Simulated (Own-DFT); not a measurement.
# Which defects push the lattice out? C11b WSi2

Source: density functional calculations with Own-DFT, an unreviewed in-house program that is no longer used. Nothing was measured or relaxed, and spin and spin-orbit coupling are left out.

Common settings: PBE; PseudoDojo norm-conserving scalar-relativistic files; cutoff 50 hartree; 5 x 5 x 5 k mesh centred on Gamma; cold (Marzari-Vanderbilt) smearing of 0.2 eV.

Limits: forces on such cells failed a check on a denser k mesh; stress not checked against mesh or cutoff.

All runs share one cell, with vectors in Å (-2.148, -5.953, 3.409); (-6.444, 2.976, 1.136); (-2.553, -2.948, -6.757) and a volume of 403.2 Å³. u is the rms random offset of the atoms per axis. The defect's site can differ from row to row.

| cell | formula | u (Å) | P (GPa) |
|---|---|---|---|
| no defect | Si20W10 | 0.0186 | 4.32 |
| no defect | Si20W10 | 0.0195 | 4.52 |
| no defect | Si20W10 | 0.0416 | 5.65 |
| one Si vacancy | Si19W10 | 0.0301 | 3.50 |
| one Si vacancy | Si19W10 | 0.0310 | 3.40 |
| one Si vacancy | Si19W10 | 0.0514 | 4.64 |
| one Si vacancy | Si19W10 | 0.0524 | ? |
| one W vacancy | Si20W9 | 0.0244 | 3.30 |
| one W vacancy | Si20W9 | 0.0273 | 3.54 |
| one W vacancy | Si20W9 | 0.0493 | 3.95 |
| one W on a Si site | Si19W11 | 0.0286 | 9.96 |
| one W on a Si site | Si19W11 | 0.0292 | 9.79 |
| one W on a Si site | Si19W11 | 0.0503 | 10.62 |
| one Si on a W site | Si21W9 | 0.0309 | 6.56 |
| one Si on a W site | Si21W9 | 0.0481 | 7.11 |
| one Si on a W site | Si21W9 | 0.0502 | 6.81 |

## Worked fit

P = P0 + c u² + a shift for each defect gives P0 = 4.42 GPa, c = 499 ± 86 GPa/Å² and a scatter of 0.25 GPa. The shifts, and each times the cell's volume:

- one W on a Si site: 5.00 ± 0.21 GPa, 12.6 eV
- one Si on a W site: 1.44 ± 0.23 GPa, 3.6 eV
- one Si vacancy: -1.33 ± 0.22 GPa, -3.3 eV
- one W vacancy: -1.45 ± 0.21 GPa, -3.7 eV

Positive is outwards. The product with the volume (160.2 GPa Å³ to the eV) is nearly free of the cell's size; divided by the bulk modulus at the cell's pressure it gives the volume that the defect adds. The atoms around the defects weren't relaxed, which would change these numbers.

## Test on the hidden row

Question: what pressure belongs in the blank (one Si vacancy, u = 0.0524 Å)?

The fitted form gives 4.46 ± 0.31 GPa. The run itself gave 4.88 GPa.
